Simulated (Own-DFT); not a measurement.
# Energy and forces against displacement in beta-Si3N4, 42 atoms (N24Si18)

Calculated results; nothing here was measured. They come from Own-DFT, an in-house plane-wave density functional program, since retired, whose code no person has reviewed. Each row is one single-point run on a periodic cell that was not relaxed, without spin or spin-orbit coupling.

Settings of every run: PBEsol; PseudoDojo norm-conserving scalar-relativistic files, made for PBE; cutoff 42 hartree; 3 x 3 x 3 k mesh centred on Gamma; Fermi-Dirac smearing of 0.1 eV.

Known limits, some of them of some rows only: some atoms lie very close together; forces on such cells passed a denser k mesh, each cell not checked; stress not checked against mesh or cutoff.

Cell vectors in Å: (7.606, 0.000, 0.000); (-3.803, 6.587, 0.000); (0.000, 0.000, 8.727). In each run every atom was moved at random and independently from its ideal site; u is the rms move along one axis. E is the free energy for each atom above the fitted value at u = 0, and F the rms of the force components.

```
run   u (Å)  E (meV/atom)  F (eV/Å)  largest force (eV/Å)  P (GPa)
  1  0.0184          14.0     0.813                  2.81     3.05
  2  0.0206          21.7     0.992                  3.30     3.22
  3  0.0507         121.7     2.382                 13.40     5.95
  4  0.0524             ?         ?                     ?        ?
  5  0.0841         356.6     3.804                 17.01    13.26
  6  0.0897         338.0     3.735                 17.45    11.16
  7  0.1619        1212.5     9.480                 44.85    33.24
```

## Worked fit

For small independent moves the energy grows as E = (3/2) K u², with K the mean stiffness felt by one atom. The runs with u up to 0.11 Å give K = 31.0 ± 1.7 eV/Å², with residuals divided by u² + 0.0006 Å², since the noise grows with the moves. The scatter is 11.0 meV/atom at u = 0.05 Å. The forces follow F = G u with G = 45.2 eV/Å²; no force at u = 0 is resolved. G exceeds K because the moves of its neighbours add to the force on an atom, and stiffness differs between atoms. At u = 0.162 Å the parabola gives 1218 meV/atom and the run 1213. The pressure follows P = 2.78 + 1232 u² GPa: at fixed volume, shortened bonds push harder than stretched ones pull.

## Withheld run

Question: what energy and rms force should run 4 give?

The fit gives 128 ± 14 meV/atom and about 2.37 eV/Å. The calculation gave 119.3 meV/atom and 2.039 eV/Å.
